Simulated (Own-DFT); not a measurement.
AlGa$_{3}$N$_{4}$ (wurtzite random alloy, atoms displaced) (calculated)

A calculation, not a measurement: plane-wave density functional theory by an unreviewed code, no spin, of a simulated periodic cell, stress positive in tension, run twice, with PBE and with PBEsol, both on files made for PBE, so the change isn't that of files made for PBEsol, forces on such cells passed a denser k mesh, this cell's mesh not checked; the far tail of each file's local potential was reset to the Coulomb form; each entry is a single point on an unrelaxed cell, so the pressure reflects the starting lattice, mostly measured values (interpolated for alloys), from which strain is counted, and rises with the displacements; printed positions are rounded, which can move forces by about a meV/angstrom; the program, named Own-DFT, is a retired in-house code; no spin-orbit coupling; stress was not checked against mesh or cutoff. Program: Own-DFT development build.

Common to all runs: functional PBE, then PBEsol; potential files PseudoDojo norm-conserving, scalar-relativistic, standard set; wave cutoff 42 hartree; occupations Fermi-Dirac; smearing width 0.1 eV; k mesh 4 x 4 x 3 centred on Gamma.

(1) 
```cif
# cell vector a (Å): 9.5092 0.0000 0.0000
# cell vector b (Å): -4.7546 8.2353 0.0000
# cell vector c (Å): 0.0000 0.0000 10.2685
data_AlGa3N4
_symmetry_space_group_name_H-M 'P 1'
_symmetry_Int_Tables_number 1
_cell_length_a 9.5092
_cell_length_b 9.5093
_cell_length_c 10.2685
_cell_angle_alpha 90.000
_cell_angle_beta 90.000
_cell_angle_gamma 120.000
_cell_volume 804.14
loop_
_atom_site_label
_atom_site_type_symbol
_atom_site_fract_x
_atom_site_fract_y
_atom_site_fract_z
_atom_site_occupancy
Ga1 Ga 0.11699 0.23398 0.99677 1
Ga2 Ga 0.19926 0.11451 0.25880 1
N1 N 0.09175 0.22068 0.19127 1
N2 N 0.23849 0.11876 0.44090 1
Ga3 Ga 0.08374 0.21184 0.49954 1
Ga4 Ga 0.19477 0.09895 0.74761 1
N3 N 0.10886 0.21617 0.68650 1
N4 N 0.22560 0.11938 0.92868 1
Al1 Al 0.10770 0.55675 0.98794 1
Ga5 Ga 0.24429 0.45339 0.24272 1
N5 N 0.10001 0.54825 0.19401 1
N6 N 0.21056 0.43452 0.44028 1
Ga6 Ga 0.11366 0.55904 0.50211 1
Al2 Al 0.21797 0.43882 0.75639 1
N7 N 0.09028 0.52611 0.69170 1
N8 N 0.22680 0.44629 0.94420 1
Ga7 Ga 0.12420 0.90464 0.99319 1
Ga8 Ga 0.22472 0.77436 0.26228 1
N9 N 0.11510 0.88430 0.18687 1
N10 N 0.22578 0.77939 0.45107 1
Ga9 Ga 0.08747 0.86977 0.49716 1
Al3 Al 0.21901 0.78973 0.74883 1
N11 N 0.10975 0.89928 0.70009 1
N12 N 0.21434 0.75315 0.94244 1
Ga10 Ga 0.45893 0.23670 0.00344 1
Ga11 Ga 0.55981 0.11482 0.24411 1
N13 N 0.41738 0.21444 0.19113 1
N14 N 0.55583 0.10830 0.43669 1
Al4 Al 0.46357 0.23494 0.49476 1
Ga12 Ga 0.55835 0.11225 0.75400 1
N15 N 0.44401 0.22311 0.67515 1
N16 N 0.55381 0.11664 0.94277 1
Ga13 Ga 0.41524 0.54912 0.00006 1
Ga14 Ga 0.56049 0.44950 0.26811 1
N17 N 0.44550 0.54847 0.18142 1
N18 N 0.54979 0.43764 0.44189 1
Al5 Al 0.44039 0.55858 0.50819 1
Ga15 Ga 0.54431 0.42897 0.74686 1
N19 N 0.44709 0.55890 0.69284 1
N20 N 0.55589 0.45380 0.93800 1
Ga16 Ga 0.45915 0.90745 0.98134 1
Al6 Al 0.54207 0.77103 0.25650 1
N21 N 0.44052 0.89290 0.19658 1
N22 N 0.57809 0.79037 0.44020 1
Ga17 Ga 0.43806 0.88778 0.49578 1
Ga18 Ga 0.56158 0.78041 0.75513 1
N23 N 0.45552 0.89867 0.67955 1
N24 N 0.55607 0.78307 0.92915 1
Ga19 Ga 0.77983 0.22387 0.00000 1
Ga20 Ga 0.88353 0.09091 0.26313 1
N25 N 0.77677 0.22147 0.18855 1
N26 N 0.89265 0.11560 0.42258 1
Ga21 Ga 0.77026 0.20441 0.48982 1
Ga22 Ga 0.88494 0.12029 0.74784 1
N27 N 0.76099 0.21511 0.69109 1
N28 N 0.87848 0.12012 0.93431 1
Al7 Al 0.78232 0.56608 0.99120 1
Ga23 Ga 0.89331 0.43397 0.24199 1
N29 N 0.76753 0.56632 0.19011 1
N30 N 0.90057 0.46154 0.44697 1
Ga24 Ga 0.78263 0.57398 0.48953 1
Ga25 Ga 0.87784 0.44119 0.75953 1
N31 N 0.78739 0.57045 0.69121 1
N32 N 0.89624 0.44722 0.92408 1
Ga26 Ga 0.77163 0.88808 0.99292 1
Ga27 Ga 0.89121 0.76574 0.24741 1
N33 N 0.77009 0.88711 0.17995 1
N34 N 0.88467 0.77845 0.44440 1
Al8 Al 0.77632 0.87907 0.48682 1
Al9 Al 0.90611 0.78670 0.73960 1
N35 N 0.76740 0.88903 0.69819 1
N36 N 0.88700 0.78045 0.94789 1
_calc_PBE_pressure 11.38  # GPa
_calc_PBE_stress_xx -10.72  # GPa
_calc_PBE_stress_yy -12.24  # GPa
_calc_PBE_stress_zz -11.2  # GPa
_calc_PBE_stress_yz -0.63  # GPa
_calc_PBE_stress_xz -0.77  # GPa
_calc_PBE_stress_xy -3.63  # GPa
_calc_PBEsol_pressure 6.45  # GPa
_calc_PBEsol_stress_xx -5.82  # GPa
_calc_PBEsol_stress_yy -7.29  # GPa
_calc_PBEsol_stress_zz -6.24  # GPa
_calc_PBEsol_stress_yz -0.6  # GPa
_calc_PBEsol_stress_xz -0.77  # GPa
_calc_PBEsol_stress_xy -3.5  # GPa
_calc_rms_change_of_force_components_from_PBE_to_PBEsol 0.085  # eV/angstrom
```

Force:
```csv
force element,PBE force x (eV/Å),PBE force y (eV/Å),PBE force z (eV/Å),PBEsol force x (eV/Å),PBEsol force y (eV/Å),PBEsol force z (eV/Å)
Ga,-0.953,-3.078,1.308,-0.925,-2.994,1.289
Ga,2.126,-1.075,-0.653,2.106,-1.036,-0.645
N,1.256,1.052,-1.277,1.267,1.01,-1.233
N,-1.924,-1.357,0.937,-2.028,-1.4,0.834
Ga,4.986,2.129,1.003,4.865,2.103,0.965
Ga,3.019,4.248,0.29,2.936,4.14,0.29
N,-2.354,2.049,0.054,-2.318,1.858,0.009
N,0.263,0.513,1.235,0.238,0.471,1.202
Al,-0.005,-3.029,2.589,0.016,-3.095,2.629
Ga,-4.4,-2.415,2.13,-4.32,-2.393,2.077
N,3.095,1.849,-2.408,3.02,1.805,-2.254
N,1.905,1.857,-0.255,1.761,1.768,-0.281
Ga,0.505,-1.413,1.021,0.461,-1.412,0.983
Al,0.216,0.504,-1.621,0.242,0.481,-1.593
N,1.707,2.773,0.396,1.524,2.708,0.311
N,-5.907,-1.782,-3.411,-5.646,-1.81,-3.219
Ga,-0.452,-1.968,1.473,-0.47,-1.924,1.464
Ga,-1.068,0.064,-1.858,-1.06,0.083,-1.829
N,-0.829,0.488,0.758,-0.835,0.471,0.76
N,-1.797,-0.594,-0.696,-1.749,-0.597,-0.704
Ga,4.183,4.268,0.977,4.094,4.167,0.94
Al,2.107,-1.858,0.216,2.111,-1.848,0.203
N,2.398,-3.879,-2.696,2.395,-3.571,-2.737
N,-0.005,6.022,-2.756,0.005,6.187,-2.697
Ga,-2.08,0.017,0.678,-2.051,0.008,0.654
Ga,-2.082,-0.076,0.551,-2.024,-0.107,0.553
N,2.31,1.411,-0.064,2.28,1.391,-0.07
N,-0.783,0.649,-0.685,-0.619,0.552,-0.721
Al,-1.085,-3.158,0.793,-1.045,-3.161,0.768
Ga,-2.521,-0.302,-1.021,-2.428,-0.292,-1.018
N,-0.026,-1.295,1.022,-0.013,-1.231,1.185
N,0.295,1.833,-0.846,0.3,1.778,-0.839
Ga,7.519,4.339,0.808,7.367,4.205,0.802
Ga,-0.571,-1.481,-3.993,-0.561,-1.434,-3.911
N,0.902,2.686,1.207,0.834,2.497,1.15
N,-0.619,3.074,1.856,-0.514,3.185,1.664
Al,0.05,-0.849,-0.22,0.052,-0.821,-0.247
Ga,0.51,2.115,0.397,0.485,2.073,0.401
N,-1.51,-1.069,-0.617,-1.364,-0.986,-0.484
N,0.646,0.169,0.045,0.523,0.06,-0.006
Ga,-1.002,-4.083,2.685,-0.967,-3.983,2.623
Al,1.269,1.161,-1.833,1.253,1.14,-1.823
N,1.64,-1.439,-0.894,1.491,-1.327,-0.882
N,-3.798,-3.428,-1.308,-3.936,-3.374,-1.263
Ga,2.056,1.471,0.78,2.013,1.472,0.784
Ga,-1.663,-1.006,-2.389,-1.602,-0.96,-2.328
N,-1.964,-1.808,2.019,-1.837,-1.714,1.945
N,-0.916,-0.9,3.017,-0.899,-0.849,2.934
Ga,-0.915,1.174,0.726,-0.881,1.121,0.692
Ga,-1.272,0.275,-8.454,-1.233,0.306,-8.281
N,0.169,-0.872,-0.407,0.136,-0.836,-0.406
N,-1.701,-2.705,6.877,-1.657,-2.543,6.701
Ga,-0.923,2.835,1.91,-0.91,2.753,1.862
Ga,-0.032,-1.025,0.074,-0.055,-1.02,0.095
N,2.196,1.682,-1.78,2.158,1.634,-1.712
N,2.876,-0.981,0.025,2.797,-0.954,0.016
Al,-0.658,-0.856,0.866,-0.631,-0.896,0.876
Ga,-2.374,0.887,2.355,-2.282,0.865,2.321
N,1.663,-3.598,-1.84,1.609,-3.494,-1.667
N,-1.679,-2.146,-1.859,-1.634,-2.081,-1.829
Ga,0.716,-5.411,2.896,0.729,-5.289,2.828
Ga,-0.557,-0.262,-6.272,-0.518,-0.268,-6.139
N,-0.594,-0.428,-0.633,-0.574,-0.601,-0.665
N,-1.192,0.361,6.984,-1.218,0.211,6.706
Ga,0.678,0.748,0.466,0.671,0.733,0.464
Ga,-0.388,3.366,-1.034,-0.374,3.27,-1.027
N,-0.43,-1.271,1.959,-0.327,-1.166,1.891
N,-1.214,1.888,-2.509,-0.964,1.717,-2.507
Al,0.159,3.007,3.347,0.182,3.072,3.365
Al,-4.824,-1.846,2.753,-4.844,-1.81,2.761
N,4.259,1.164,-2.948,4.053,1.186,-2.817
N,1.384,0.612,-2.246,1.342,0.794,-2.167
```

(2) 
```cif
# cell vector a (Å): 9.5092 0.0000 0.0000
# cell vector b (Å): -4.7546 8.2353 0.0000
# cell vector c (Å): 0.0000 0.0000 10.2685
data_AlGa3N4
_symmetry_space_group_name_H-M 'P 1'
_symmetry_Int_Tables_number 1
_cell_length_a 9.5092
_cell_length_b 9.5093
_cell_length_c 10.2685
_cell_angle_alpha 90.000
_cell_angle_beta 90.000
_cell_angle_gamma 120.000
_cell_volume 804.14
loop_
_atom_site_label
_atom_site_type_symbol
_atom_site_fract_x
_atom_site_fract_y
_atom_site_fract_z
_atom_site_occupancy
Ga1 Ga 0.11141 0.22842 0.99877 1
Ga2 Ga 0.24860 0.12486 0.25306 1
N1 N 0.11953 0.21683 0.18326 1
N2 N 0.22019 0.10972 0.44361 1
Ga3 Ga 0.11127 0.22385 0.50747 1
Al1 Al 0.21739 0.09697 0.74996 1
N3 N 0.11092 0.22498 0.68711 1
N4 N 0.21584 0.11466 0.92794 1
Ga4 Ga 0.11538 0.55728 0.01369 1
Ga5 Ga 0.22753 0.44057 0.23796 1
N5 N 0.12055 0.55890 0.19216 1
N6 N 0.21462 0.45330 0.44082 1
Al2 Al 0.10998 0.55594 0.50212 1
Ga6 Ga 0.23112 0.45225 0.74539 1
N7 N 0.09561 0.55262 0.68584 1
N8 N 0.22667 0.44149 0.93489 1
Ga7 Ga 0.10979 0.88512 0.98045 1
Ga8 Ga 0.21558 0.77310 0.24598 1
N9 N 0.08787 0.87181 0.17549 1
N10 N 0.23286 0.78389 0.43253 1
Al3 Al 0.11425 0.89504 0.50001 1
Ga9 Ga 0.21823 0.77117 0.77058 1
N11 N 0.11890 0.89237 0.68396 1
N12 N 0.21752 0.77657 0.93609 1
Al4 Al 0.45826 0.23556 0.98412 1
Ga10 Ga 0.54398 0.09833 0.26835 1
N13 N 0.43409 0.20342 0.19394 1
N14 N 0.54514 0.10721 0.42910 1
Ga11 Ga 0.43850 0.21063 0.50613 1
Ga12 Ga 0.56439 0.11113 0.74568 1
N15 N 0.45820 0.22756 0.69500 1
N16 N 0.54803 0.11321 0.94176 1
Ga13 Ga 0.44066 0.54699 0.99897 1
Al5 Al 0.56489 0.44075 0.25264 1
N17 N 0.44051 0.55343 0.19087 1
N18 N 0.56829 0.44615 0.43738 1
Ga14 Ga 0.44820 0.56338 0.50611 1
Ga15 Ga 0.55035 0.45344 0.74295 1
N19 N 0.44077 0.56606 0.70625 1
N20 N 0.56067 0.44689 0.93824 1
Al6 Al 0.45815 0.89534 0.99686 1
Ga16 Ga 0.55230 0.76034 0.23726 1
N21 N 0.45989 0.88394 0.20423 1
N22 N 0.56656 0.78062 0.43685 1
Ga17 Ga 0.44269 0.88525 0.49822 1
Ga18 Ga 0.53771 0.78024 0.76892 1
N23 N 0.44769 0.88276 0.67952 1
N24 N 0.55251 0.77072 0.94132 1
Ga19 Ga 0.78904 0.21945 0.00076 1
Ga20 Ga 0.90067 0.11471 0.24627 1
N25 N 0.79371 0.23859 0.17554 1
N26 N 0.89365 0.11891 0.43749 1
Ga21 Ga 0.78496 0.22413 0.49693 1
Ga22 Ga 0.89203 0.11442 0.75189 1
N27 N 0.78753 0.23187 0.68165 1
N28 N 0.89927 0.11745 0.94289 1
Al7 Al 0.79504 0.56337 0.99982 1
Ga23 Ga 0.90018 0.45004 0.23797 1
N29 N 0.77802 0.53603 0.21150 1
N30 N 0.88004 0.43899 0.45632 1
Ga24 Ga 0.79120 0.55779 0.49405 1
Ga25 Ga 0.88298 0.44457 0.74414 1
N31 N 0.76081 0.55107 0.68016 1
N32 N 0.90075 0.46115 0.92827 1
Ga26 Ga 0.78687 0.88223 0.99945 1
Ga27 Ga 0.90622 0.78014 0.27412 1
N33 N 0.77739 0.88706 0.18499 1
N34 N 0.88800 0.78225 0.44158 1
Al8 Al 0.78021 0.88282 0.49013 1
Al9 Al 0.88576 0.78081 0.75204 1
N35 N 0.77051 0.86859 0.67665 1
N36 N 0.87786 0.77280 0.92835 1
_calc_rms_change_of_force_components_from_PBE_to_PBEsol ?
```

**Q.** What rms change of force components from PBE to PBEsol does the calculation give for AlGa$_{3}$N$_{4}$ (wurtzite random alloy, atoms displaced) (entry 2)?
**A.** 0.081 eV/Å

Further results for AlGa$_{3}$N$_{4}$ (wurtzite random alloy, atoms displaced) (entry 2):

```
PBE pressure     : 10.82 GPa
PBE stress xx    : -10.96 GPa
PBE stress yy    : -7.82 GPa
PBE stress zz    : -13.68 GPa
PBE stress yz    : -0.39 GPa
PBE stress xz    : 2.14 GPa
PBE stress xy    : 0.85 GPa
PBEsol pressure  : 5.89 GPa
PBEsol stress xx : -6.01 GPa
PBEsol stress yy : -2.99 GPa
PBEsol stress zz : -8.66 GPa
PBEsol stress yz : -0.36 GPa
PBEsol stress xz : 2.09 GPa
PBEsol stress xy : 0.83 GPa
```

Force:
```csv
force element,PBE force x (eV/Å),PBE force y (eV/Å),PBE force z (eV/Å),PBEsol force x (eV/Å),PBEsol force y (eV/Å),PBEsol force z (eV/Å)
Ga,1.685,-0.631,-0.129,1.647,-0.629,-0.13
Ga,-6.568,-3.784,1.498,-6.42,-3.677,1.465
N,0.048,0.53,0.757,0.027,0.543,0.736
N,-0.245,-0.292,-0.411,-0.223,-0.109,-0.453
Ga,-0.245,0.818,-1.629,-0.255,0.81,-1.589
Al,-0.024,2.638,-0.845,-0.017,2.65,-0.866
N,1.571,-0.499,1.537,1.436,-0.431,1.448
N,1.812,-0.132,0.717,1.672,-0.183,0.846
Ga,0.139,-0.477,-3.187,0.125,-0.466,-3.129
Ga,-1.013,-0.746,2.71,-0.992,-0.707,2.643
N,0.25,-0.681,0.044,0.228,-0.669,0.008
N,1.815,-0.795,-0.433,1.949,-0.879,-0.474
Al,-0.959,0.644,-0.094,-0.972,0.668,-0.106
Ga,-3.329,-1.856,0.458,-3.244,-1.818,0.472
N,2.478,1.436,-0.144,2.413,1.398,0.026
N,-1.415,1.113,0.622,-1.366,1.085,0.625
Ga,-1.594,1.584,2.283,-1.566,1.537,2.247
Ga,0.864,2.168,0.21,0.867,2.096,0.233
N,2.962,1.508,-0.141,2.913,1.442,-0.097
N,-3.092,-1.307,1.004,-2.915,-1.215,0.893
Al,0.789,-0.997,0.196,0.799,-1.021,0.173
Ga,0.084,-0.34,-7.285,0.062,-0.347,-7.12
N,-0.982,-1.193,0.705,-0.874,-1.291,0.757
N,2.699,0.274,4.939,2.53,0.223,4.767
Al,-1.774,-1.847,1.579,-1.811,-1.855,1.593
Ga,1.437,0.516,-7.621,1.366,0.472,-7.427
N,5.475,4.72,-3.844,5.336,4.498,-3.666
N,1.379,0.437,7.531,1.334,0.41,7.369
Ga,0.41,2.115,0.039,0.421,2.074,0.025
Ga,-0.109,-0.03,0.234,-0.118,0,0.221
N,-2.222,-1.281,-0.248,-2.089,-1.207,-0.296
N,2.1,-1.05,-0.632,2.219,-0.989,-0.744
Ga,0.693,0.203,0.306,0.667,0.21,0.28
Al,-1.371,-0.947,0.448,-1.411,-0.964,0.43
N,2.832,-2.705,-1.391,2.661,-2.578,-1.414
N,-2.161,-0.691,-0.012,-2.099,-0.657,0.146
Ga,0.338,-0.415,-0.723,0.326,-0.385,-0.719
Ga,0.966,-0.715,0.804,0.965,-0.693,0.785
N,1.338,0.086,-2.518,1.301,0.062,-2.467
N,1.132,0.894,0.66,0.985,1.021,0.545
Al,-1.086,-0.031,2.044,-1.091,-0.048,2.043
Ga,1.238,2.703,2.649,1.171,2.655,2.604
N,-2.996,0.471,-3.493,-2.925,0.46,-3.326
N,-0.461,-0.239,-0.39,-0.613,-0.341,-0.422
Ga,1.568,-0.044,-0.984,1.524,-0.047,-0.979
Ga,2.944,0.35,-3.56,2.886,0.3,-3.498
N,-1.914,1.111,2.015,-1.854,1.086,1.994
N,-0.395,1.414,2.573,-0.274,1.295,2.431
Ga,-2.17,1.123,-1.481,-2.092,1.101,-1.423
Ga,-1.165,-0.399,0.051,-1.132,-0.375,0.044
N,0.144,-2.012,2.783,0.179,-1.947,2.706
N,0.668,-2.078,-0.528,0.65,-1.906,-0.554
Ga,-1.185,-1.074,-0.159,-1.146,-1.014,-0.135
Ga,-0.045,-1.12,-0.958,-0.038,-1.045,-0.936
N,-0.191,-2.17,1.288,-0.192,-2.125,1.262
N,-0.841,-1.979,-1.414,-0.829,-1.916,-1.387
Al,-1.529,-1.083,0.378,-1.529,-1.061,0.427
Ga,1.43,-1.882,2.691,1.377,-1.84,2.608
N,-2.773,3.284,-3.348,-2.5,3.279,-3.237
N,3.865,1.061,-2.877,3.661,0.977,-2.826
Ga,-2.994,0.348,1.386,-2.953,0.296,1.367
Ga,-1.172,0.769,-0.124,-1.112,0.744,-0.121
N,2.008,1.999,1.247,1.967,1.847,1.18
N,-0.095,-0.955,2.139,0.051,-1.014,2.03
Ga,-1.864,1.41,0.922,-1.808,1.372,0.906
Ga,-2.252,-0.882,-5.087,-2.186,-0.867,-4.979
N,1.057,-0.282,0.711,1.021,-0.273,0.684
N,2.168,0.496,3.039,2.204,0.307,2.829
Al,-1.843,1.607,1.615,-1.844,1.64,1.595
Al,0.127,-1.228,-2.724,0.175,-1.223,-2.71
N,-0.607,2.015,1.266,-0.722,2.041,1.315
N,2.163,-0.976,0.33,2.1,-0.79,0.469
```
